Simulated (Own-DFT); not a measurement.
# What a defect does to the pressure of its cell: B20 RuSi

Source: density functional calculations with Own-DFT, an unreviewed in-house program that is no longer used. Nothing was measured or relaxed, and spin and spin-orbit coupling are left out.

Method: PBE; PseudoDojo norm-conserving scalar-relativistic files; cutoff 50 hartree; 5 x 4 x 5 k mesh centred on Gamma; cold (Marzari-Vanderbilt) smearing of 0.2 eV.

Limits (not all hold for every row): not probed for a lower state with spin; forces on such cells failed a check on a denser k mesh; stress not checked against mesh or cutoff.

All runs share one cell, with vectors in Å (4.709, 0.000, 4.709); (0.000, 9.417, 0.000); (-4.709, 0.000, 4.709) and a volume of 417.6 Å³. Atoms were moved at random from their sites; u is the rms move along one axis. The defect's site can differ from row to row.

| cell | formula | u (Å) | P (GPa) |
|---|---|---|---|
| no defect | Ru16Si16 | 0.0199 | 4.72 |
| no defect | Ru16Si16 | 0.0213 | 4.77 |
| no defect | Ru16Si16 | 0.0511 | 7.03 |
| one Si on a Ru site | Ru15Si17 | 0.0255 | 5.50 |
| one Si on a Ru site | Ru15Si17 | 0.0282 | 6.08 |
| one Si on a Ru site | Ru15Si17 | 0.0490 | 6.91 |
| one Si vacancy | Ru16Si15 | 0.0283 | 1.71 |
| one Si vacancy | Ru16Si15 | 0.0322 | 2.09 |
| one Si vacancy | Ru16Si15 | 0.0404 | 3.30 |
| one Ru on a Si site | Ru17Si15 | 0.0281 | 8.24 |
| one Ru on a Si site | Ru17Si15 | 0.0295 | 7.90 |
| one Ru on a Si site | Ru17Si15 | 0.0502 | 10.22 |
| one Ru vacancy | Ru15Si16 | 0.0291 | ? |
| one Ru vacancy | Ru15Si16 | 0.0310 | 2.20 |
| one Ru vacancy | Ru15Si16 | 0.0425 | 3.94 |
| one Ru vacancy | Ru15Si16 | 0.0449 | 3.41 |

## Worked fit

P = P0 + c u² + a shift for each defect gives P0 = 4.26 GPa, c = 1082 ± 133 GPa/Å² and a scatter of 0.38 GPa. The shifts, and each times the cell's volume:

- one Ru on a Si site: 3.02 ± 0.31 GPa, 7.9 eV
- one Si on a Ru site: 0.52 ± 0.31 GPa, 1.3 eV (not resolved)
- one Ru vacancy: -2.80 ± 0.31 GPa, -7.3 eV
- one Si vacancy: -3.14 ± 0.31 GPa, -8.2 eV

A positive shift means that the defect pushes the cell outwards. Shift times volume (160.2 GPa Å³ is 1 eV) depends little on the cell's size, so, taken for each site, it can be compared between cells at like pressure. The atoms around the defects weren't relaxed, which would change these numbers.

## The run left out

Q: what pressure belongs in the blank (one Ru vacancy, u = 0.0291 Å)?

Estimate: 2.38 ± 0.45 GPa. DFT gave 2.70 GPa.
